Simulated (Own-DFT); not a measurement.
## Calculated data, Hf16O31 (monoclinic hafnia with two neutral oxygen vacancies, atoms displaced)

All values are calculated (Own-DFT development build). A calculation, not a measurement: plane-wave PBE and HSE06 DFT by an unreviewed code, no spin, of a simulated cell at Gamma alone, so results move with cell size and shape, stress positive in tension, energies less offsets, not probed for a lower state with spin; hafnium file: forces about 75 meV/angstrom off all-electron values; oxygen file: force components 24 meV/angstrom off all-electron in a glass; k mesh not checked against a denser one; forces and stress are PBE's, HSE06 gives the energy alone, and its difference from PBE has offsets of its own; offsets are fitted by least squares, one for each functional and potential file, so energies compare only between cells with the same atoms and settings and are not formation energies; the far tail of each file's local potential was reset to the Coulomb form; each entry is a single point on an unrelaxed cell, so the pressure reflects the starting lattice, mostly measured values, from which strain is counted, and rises with the displacements; printed positions are rounded, which can move forces by about a meV/angstrom; the program is a retired in-house code; no spin-orbit coupling.

Settings shared by all entries: first functional PBE; second functional HSE06; exact exchange share 0.25; screening 0.11 1/bohr; exchange divergence Gygi-Baldereschi; potential files PseudoDojo norm-conserving, scalar-relativistic, made for PBE, standard set; wave cutoff 48 hartree; occupations fixed; k mesh 1 x 1 x 1 centred on Gamma.

(1) 
```cif
# cell vector a (Å): 10.2340 0.0000 0.0000
# cell vector b (Å): 0.0000 10.3500 0.0000
# cell vector c (Å): -1.6955 0.0000 10.4453
data_Hf16O31
_symmetry_space_group_name_H-M 'P 1'
_symmetry_Int_Tables_number 1
_cell_length_a 10.2340
_cell_length_b 10.3500
_cell_length_c 10.5820
_cell_angle_alpha 90.000
_cell_angle_beta 99.220
_cell_angle_gamma 90.000
_cell_volume 1106.39
loop_
_atom_site_label
_atom_site_type_symbol
_atom_site_fract_x
_atom_site_fract_y
_atom_site_fract_z
_atom_site_occupancy
Hf1 Hf 0.13694 0.01842 0.09694 1
Hf2 Hf 0.36638 0.26964 0.14558 1
Hf3 Hf 0.35926 0.47935 0.39147 1
Hf4 Hf 0.13789 0.23605 0.35101 1
O1 O 0.03937 0.16817 0.17285 1
O2 O 0.46041 0.41968 0.07868 1
O3 O 0.46067 0.33018 0.32613 1
O4 O 0.03665 0.08257 0.42640 1
O5 O 0.22546 0.37968 0.23840 1
O6 O 0.26986 0.13014 0.00512 1
O7 O 0.27942 0.11635 0.26050 1
O8 O 0.22788 0.37551 0.49158 1
Hf5 Hf 0.13791 0.02019 0.60205 1
Hf6 Hf 0.35852 0.27104 0.64395 1
Hf7 Hf 0.36523 0.47802 0.89329 1
Hf8 Hf 0.13551 0.23017 0.85365 1
O9 O 0.03574 0.16523 0.67212 1
O10 O 0.46594 0.33666 0.82876 1
O11 O 0.03727 0.08153 0.92146 1
O12 O 0.22793 0.38110 0.73736 1
O13 O 0.27486 0.13107 0.51037 1
O14 O 0.27928 0.12121 0.75557 1
O15 O 0.22473 0.36981 0.99515 1
Hf9 Hf 0.14645 0.52301 0.10832 1
Hf10 Hf 0.36243 0.77070 0.14753 1
Hf11 Hf 0.36365 0.97774 0.39874 1
Hf12 Hf 0.13425 0.73459 0.35415 1
O16 O 0.03218 0.66348 0.17022 1
O17 O 0.46811 0.91749 0.08270 1
O18 O 0.46508 0.83872 0.32872 1
O19 O 0.03588 0.58119 0.42731 1
O20 O 0.22366 0.87971 0.24143 1
O21 O 0.28074 0.62698 0.01510 1
O22 O 0.28351 0.61831 0.25982 1
O23 O 0.21852 0.86800 0.48747 1
Hf13 Hf 0.13619 0.51976 0.60290 1
Hf14 Hf 0.36451 0.76826 0.64388 1
Hf15 Hf 0.36166 0.97990 0.89631 1
Hf16 Hf 0.13628 0.72699 0.85097 1
O24 O 0.03711 0.66259 0.66899 1
O25 O 0.45871 0.91507 0.57631 1
O26 O 0.46009 0.84254 0.82675 1
O27 O 0.03460 0.58115 0.91910 1
O28 O 0.22409 0.87449 0.74428 1
O29 O 0.27399 0.62876 0.51525 1
O30 O 0.27908 0.62220 0.75832 1
O31 O 0.22437 0.87271 0.98782 1
Hf17 Hf 0.63750 0.01957 0.10522 1
Hf18 Hf 0.86248 0.27361 0.14177 1
Hf19 Hf 0.85788 0.48067 0.39669 1
Hf20 Hf 0.63995 0.22905 0.35817 1
O32 O 0.53330 0.16597 0.17187 1
O33 O 0.96263 0.41595 0.07013 1
O34 O 0.96510 0.33064 0.32655 1
O35 O 0.53620 0.08271 0.42463 1
O36 O 0.72781 0.38380 0.24270 1
O37 O 0.77379 0.13247 0.01175 1
O38 O 0.77878 0.12276 0.26550 1
O39 O 0.72413 0.36985 0.48643 1
Hf21 Hf 0.64098 0.01878 0.60821 1
Hf22 Hf 0.85519 0.26768 0.64082 1
Hf23 Hf 0.86059 0.47945 0.89889 1
Hf24 Hf 0.63932 0.22642 0.85364 1
O40 O 0.54058 0.16780 0.67373 1
O41 O 0.96674 0.41559 0.57725 1
O42 O 0.96206 0.33550 0.82842 1
O43 O 0.53218 0.08697 0.92490 1
O44 O 0.71881 0.37679 0.74358 1
O45 O 0.77222 0.13337 0.50864 1
O46 O 0.77078 0.12256 0.75979 1
O47 O 0.72555 0.37189 0.99353 1
Hf25 Hf 0.63132 0.51830 0.10664 1
Hf26 Hf 0.86324 0.77108 0.14428 1
Hf27 Hf 0.86034 0.98292 0.39355 1
Hf28 Hf 0.62778 0.72922 0.35532 1
O48 O 0.53910 0.67032 0.17256 1
O49 O 0.96630 0.91306 0.07571 1
O50 O 0.96269 0.82953 0.32532 1
O51 O 0.72852 0.88332 0.24368 1
O52 O 0.76876 0.62825 0.00844 1
O53 O 0.78094 0.61976 0.25825 1
O54 O 0.72288 0.86984 0.48178 1
Hf29 Hf 0.63677 0.51982 0.60656 1
Hf30 Hf 0.86268 0.76079 0.64459 1
Hf31 Hf 0.86311 0.98011 0.89489 1
Hf32 Hf 0.64110 0.72785 0.85812 1
O55 O 0.53575 0.66774 0.67603 1
O56 O 0.96279 0.91389 0.57523 1
O57 O 0.96179 0.83501 0.82636 1
O58 O 0.54705 0.59055 0.92560 1
O59 O 0.72788 0.88005 0.74428 1
O60 O 0.76829 0.63441 0.50407 1
O61 O 0.76867 0.62501 0.76158 1
O62 O 0.72243 0.87029 0.99256 1
_calc_PBE_energy_of_cell_above_offsets '-90.846'  # eV
_calc_HSE06_less_PBE_above_offsets '0.437'  # eV
_calc_PBE_pressure 3.7  # GPa
_calc_PBE_stress_xx -3.23  # GPa
_calc_PBE_stress_yy -3.96  # GPa
_calc_PBE_stress_zz -3.91  # GPa
_calc_PBE_stress_yz -0.04  # GPa
_calc_PBE_stress_xz -0.31  # GPa
_calc_PBE_stress_xy -0.02  # GPa
```

Force:
```
element  x (eV/Å)  y (eV/Å)  z (eV/Å)
     Hf     0.404     0.512     1.592
     Hf    -1.192    -0.867     -0.05
     Hf      0.69      0.16     1.398
     Hf      0.08    -1.636     0.103
      O    -0.343    -0.078    -0.454
      O     0.409     0.195    -0.164
      O     0.397     0.512     0.583
      O      0.02     0.445    -0.704
      O    -0.421    -0.167     0.209
      O     0.519     0.166     0.407
      O    -0.147     0.616    -0.239
      O     0.567    -0.471    -0.294
     Hf    -0.229    -0.432     0.394
     Hf     0.756    -0.095      0.06
     Hf    -0.377     0.768     -0.04
     Hf     0.159     0.273    -0.252
      O    -0.703     0.421     0.101
      O     0.359    -0.377    -0.374
      O    -0.744     0.088    -0.506
      O    -0.327    -0.466     0.495
      O     0.187     0.134    -0.069
      O    -0.325     0.052     0.434
      O      0.15     0.273    -1.064
     Hf    -1.209    -0.472    -1.185
     Hf    -0.183     0.692    -0.552
     Hf    -0.951     1.231    -0.511
     Hf    -0.072    -0.937     0.037
      O     0.818    -0.131      0.22
      O    -0.578    -0.302     -0.24
      O      0.24    -1.034    -0.218
      O    -0.138     0.411     -0.98
      O     0.072    -0.686    -0.353
      O    -0.158     0.315    -0.492
      O    -0.469     0.749     0.174
      O     0.344     0.529     0.329
     Hf     0.988     -0.11     0.097
     Hf    -1.006     0.106     0.769
     Hf    -0.316      0.21    -0.304
     Hf     0.392     0.451     0.382
      O    -1.019     0.904      0.63
      O     1.232     0.689     0.319
      O     1.559    -1.357    -0.097
      O     0.419     0.363     0.221
      O    -0.387     0.516    -0.984
      O     0.436    -0.134    -1.084
      O    -0.284    -0.349     0.908
      O    -0.072    -0.629     0.447
     Hf     0.287     0.155     0.217
     Hf     0.186    -0.043     0.831
     Hf     0.913     0.197    -0.789
     Hf    -0.778    -0.196    -1.047
      O     0.681      0.04     0.285
      O     0.865      0.14     1.057
      O    -0.284     0.704     0.205
      O     0.057     0.022     0.075
      O    -0.423    -0.874    -0.239
      O     0.373    -0.588    -0.245
      O    -0.409     0.603    -0.629
      O    -0.286     0.564      0.98
     Hf    -0.746    -0.425     -0.74
     Hf     1.402     1.019     1.313
     Hf    -0.025     0.165    -0.198
     Hf    -0.593     0.629     0.756
      O    -0.931     0.204    -0.543
      O    -1.059    -0.697     0.104
      O     0.297    -0.707    -0.521
      O      0.23     0.032    -0.024
      O     0.321     0.421    -0.994
      O     0.235    -0.846     0.484
      O     1.106    -0.389     0.045
      O    -0.654      -0.2     -0.33
     Hf     1.885     0.556     0.262
     Hf    -1.078    -0.672     0.327
     Hf     0.491    -1.153     0.464
     Hf     1.558    -0.286    -0.151
      O    -0.689     0.279       0.4
      O     0.111     0.486      -0.3
      O      0.12     0.524     0.331
      O    -0.258    -0.231    -0.823
      O     1.323     0.231     0.678
      O    -0.642     0.313     0.357
      O    -0.373     0.508     1.153
     Hf    -0.709    -0.047    -0.376
     Hf    -0.007     1.962     -0.07
     Hf    -0.386     -0.46      0.22
     Hf    -0.222     1.848    -0.373
      O     0.187    -0.638    -0.617
      O    -0.158    -0.192     0.334
      O      0.79    -0.749    -0.067
      O    -3.142    -2.166    -0.058
      O    -0.253     0.183    -0.912
      O    -0.443    -1.177     0.549
      O     1.287    -0.583    -0.324
      O     0.289      0.48    -0.153
```

(2) 
```cif
# cell vector a (Å): 10.2340 0.0000 0.0000
# cell vector b (Å): 0.0000 10.3500 0.0000
# cell vector c (Å): -1.6955 0.0000 10.4453
data_Hf16O31
_symmetry_space_group_name_H-M 'P 1'
_symmetry_Int_Tables_number 1
_cell_length_a 10.2340
_cell_length_b 10.3500
_cell_length_c 10.5820
_cell_angle_alpha 90.000
_cell_angle_beta 99.220
_cell_angle_gamma 90.000
_cell_volume 1106.39
loop_
_atom_site_label
_atom_site_type_symbol
_atom_site_fract_x
_atom_site_fract_y
_atom_site_fract_z
_atom_site_occupancy
Hf1 Hf 0.13019 0.02094 0.09783 1
Hf2 Hf 0.34925 0.27277 0.14334 1
Hf3 Hf 0.35760 0.47577 0.39416 1
Hf4 Hf 0.14117 0.22981 0.35034 1
O1 O 0.05040 0.17004 0.16821 1
O2 O 0.46510 0.41544 0.07238 1
O3 O 0.46244 0.33179 0.32524 1
O4 O 0.03974 0.08756 0.41522 1
O5 O 0.24052 0.37263 0.24338 1
O6 O 0.26635 0.12032 0.01407 1
O7 O 0.25746 0.12461 0.25938 1
O8 O 0.22554 0.35959 0.49369 1
Hf5 Hf 0.13511 0.03411 0.59336 1
Hf6 Hf 0.36614 0.26184 0.65171 1
Hf7 Hf 0.37975 0.47960 0.89846 1
Hf8 Hf 0.14023 0.22732 0.85062 1
O9 O 0.03324 0.16646 0.67045 1
O10 O 0.46772 0.42036 0.57436 1
O11 O 0.45832 0.33009 0.83148 1
O12 O 0.03460 0.09982 0.92524 1
O13 O 0.20917 0.38134 0.72878 1
O14 O 0.26386 0.13993 0.51325 1
O15 O 0.26673 0.12897 0.75560 1
O16 O 0.21817 0.36180 0.98652 1
Hf9 Hf 0.14622 0.51002 0.09809 1
Hf10 Hf 0.35617 0.77891 0.14922 1
Hf11 Hf 0.36181 0.97521 0.38319 1
Hf12 Hf 0.14723 0.73339 0.35733 1
O17 O 0.04206 0.65894 0.17534 1
O18 O 0.46674 0.91140 0.08263 1
O19 O 0.46565 0.82548 0.32392 1
O20 O 0.02598 0.58612 0.42309 1
O21 O 0.22454 0.88217 0.22723 1
O22 O 0.28699 0.62624 0.00642 1
O23 O 0.27746 0.62715 0.25589 1
O24 O 0.21980 0.87076 0.48695 1
Hf13 Hf 0.13434 0.53601 0.59127 1
Hf14 Hf 0.35966 0.77345 0.64551 1
Hf15 Hf 0.34686 0.98383 0.90130 1
Hf16 Hf 0.14792 0.72756 0.85145 1
O25 O 0.03407 0.67696 0.66491 1
O26 O 0.47064 0.91582 0.57240 1
O27 O 0.46088 0.82385 0.82513 1
O28 O 0.02339 0.57610 0.92788 1
O29 O 0.22898 0.88702 0.74497 1
O30 O 0.27822 0.63157 0.50910 1
O31 O 0.28139 0.62806 0.76101 1
O32 O 0.23205 0.85866 0.00028 1
Hf17 Hf 0.63598 0.02923 0.11339 1
Hf18 Hf 0.86166 0.26638 0.15451 1
Hf19 Hf 0.86012 0.48546 0.39514 1
Hf20 Hf 0.63852 0.22128 0.36485 1
O33 O 0.53630 0.15911 0.17197 1
O34 O 0.97443 0.42214 0.07710 1
O35 O 0.96110 0.33948 0.32560 1
O36 O 0.53485 0.08457 0.41974 1
O37 O 0.73365 0.37830 0.22769 1
O38 O 0.77467 0.12695 0.00286 1
O39 O 0.77196 0.11967 0.25547 1
O40 O 0.72244 0.36961 0.49089 1
Hf21 Hf 0.64758 0.02396 0.60455 1
Hf22 Hf 0.85833 0.26572 0.65697 1
Hf23 Hf 0.85474 0.48546 0.88468 1
Hf24 Hf 0.65213 0.22714 0.86081 1
O41 O 0.54519 0.17060 0.69046 1
O42 O 0.94985 0.41189 0.57972 1
O43 O 0.96660 0.33957 0.83509 1
O44 O 0.53780 0.09316 0.92230 1
O45 O 0.72963 0.38442 0.74625 1
O46 O 0.77206 0.13234 0.50835 1
O47 O 0.76925 0.12163 0.75616 1
O48 O 0.73205 0.37992 0.97754 1
Hf25 Hf 0.63439 0.51904 0.09709 1
Hf26 Hf 0.87275 0.77499 0.14767 1
Hf27 Hf 0.86375 0.98752 0.40350 1
Hf28 Hf 0.62347 0.72089 0.35066 1
O49 O 0.95894 0.93734 0.07849 1
O50 O 0.96532 0.84322 0.31293 1
O51 O 0.53296 0.58622 0.40375 1
O52 O 0.71823 0.88541 0.22402 1
O53 O 0.77381 0.62136 0.01701 1
O54 O 0.72628 0.87038 0.50229 1
Hf29 Hf 0.64835 0.52204 0.61225 1
Hf30 Hf 0.86104 0.75952 0.63374 1
Hf31 Hf 0.86076 0.98357 0.90884 1
Hf32 Hf 0.64921 0.72228 0.85425 1
O55 O 0.54490 0.67542 0.67632 1
O56 O 0.96194 0.91650 0.57754 1
O57 O 0.96428 0.83318 0.83013 1
O58 O 0.53893 0.57556 0.92715 1
O59 O 0.71787 0.87952 0.74142 1
O60 O 0.77754 0.64066 0.50635 1
O61 O 0.77948 0.63385 0.77124 1
O62 O 0.73190 0.86698 0.98400 1
_calc_PBE_energy_of_cell_above_offsets '-80.635'  # eV
_calc_HSE06_less_PBE_above_offsets '1.012'  # eV
_calc_PBE_pressure 7.97  # GPa
_calc_PBE_stress_xx -8.27  # GPa
_calc_PBE_stress_yy -7.87  # GPa
_calc_PBE_stress_zz -7.76  # GPa
_calc_PBE_stress_yz -0.55  # GPa
_calc_PBE_stress_xz 0.02  # GPa
_calc_PBE_stress_xy -0.18  # GPa
```

Force:
```
element  x (eV/Å)  y (eV/Å)  z (eV/Å)
     Hf     0.812     0.546     0.831
     Hf     3.255    -1.632    -0.408
     Hf     1.678    -0.182     0.647
     Hf     -1.24     1.714     1.075
      O    -3.055     1.595     0.121
      O    -0.816    -0.976     1.318
      O     0.926    -0.467     0.188
      O    -1.829    -0.935     0.155
      O     -2.45     1.839    -0.258
      O     1.834     0.645    -0.608
      O     3.663     -1.77     0.392
      O     0.267     2.444    -1.197
     Hf    -0.581    -2.001     2.056
     Hf    -0.053     2.614     0.059
     Hf    -3.992    -0.097    -1.618
     Hf    -1.157     2.759    -0.372
      O    -1.043     0.082    -0.208
      O     0.476     0.192     0.439
      O     1.053    -0.697    -0.403
      O    -1.202     -1.75    -0.211
      O     0.993     0.416     0.278
      O     1.944    -1.707    -0.882
      O     1.333    -1.331     0.606
      O     1.102     0.482     0.891
     Hf    -2.106     1.689    -0.647
     Hf     1.922    -3.185    -1.969
     Hf     0.528     0.282      1.93
     Hf    -1.801    -1.015    -2.572
      O    -0.691     1.247     0.332
      O     0.161      1.13    -0.736
      O    -1.901     2.175     0.402
      O      1.43     1.399    -0.576
      O    -0.841     0.214      2.61
      O    -0.933    -0.195     0.184
      O    -0.129    -0.976     1.385
      O     0.676     0.896    -0.142
     Hf     -0.25    -3.979     3.197
     Hf     2.236     1.196     1.755
     Hf     4.019    -1.413    -0.342
     Hf    -2.348    -0.102     1.138
      O     1.841    -1.211     0.251
      O    -1.081     0.347    -0.699
      O    -0.275     1.018     0.773
      O     3.568     2.721    -1.033
      O    -0.829     0.048    -0.637
      O    -0.249    -0.246    -0.679
      O    -0.365    -0.519    -1.109
      O    -1.479     1.425    -2.507
     Hf      0.49    -2.914    -3.838
     Hf     2.219     1.877    -2.288
     Hf    -1.251    -1.892    -0.527
     Hf    -0.382     3.113    -2.813
      O    -2.742     2.788     1.572
      O    -1.342      -1.9     1.082
      O     1.183    -0.896     0.236
      O    -1.212    -0.978     0.383
      O    -1.469     0.893     0.935
      O     0.351     0.949     1.968
      O     0.993     0.842     1.648
      O    -0.809     0.353    -0.185
     Hf    -2.126    -2.772     1.588
     Hf     1.784     1.705    -0.592
     Hf     2.303    -1.113     3.932
     Hf    -2.418     0.652     0.204
      O    -0.948    -0.476    -2.745
      O      1.38     1.801    -0.387
      O      0.01    -1.437    -1.445
      O    -1.685    -1.313     0.667
      O     -1.08     0.241    -2.064
      O     1.086    -0.366     0.188
      O     1.717    -0.172     0.633
      O    -1.087    -1.565      1.51
     Hf     1.292     0.103     2.712
     Hf    -1.693     -1.22    -1.271
     Hf    -0.182    -2.463    -1.256
     Hf      4.37     1.965    -1.178
      O    -0.364     -1.66     1.196
      O     0.715     0.261     2.041
      O    -1.991    -3.199     2.103
      O     0.892    -1.188     2.332
      O     0.469     0.927     0.127
      O     0.103     1.083    -2.172
     Hf    -2.122    -0.332    -1.844
     Hf    -0.754     4.948      3.69
     Hf     0.226    -1.732    -4.232
     Hf    -2.928     4.271     1.763
      O    -0.117     -1.83    -1.562
      O     1.027     0.883    -0.904
      O     0.841     0.019     0.425
      O     1.273     1.706    -1.402
      O     0.558     0.426    -0.326
      O    -0.924    -3.211    -0.942
      O     1.482    -1.576    -2.819
      O    -0.159    -0.333     0.659
```
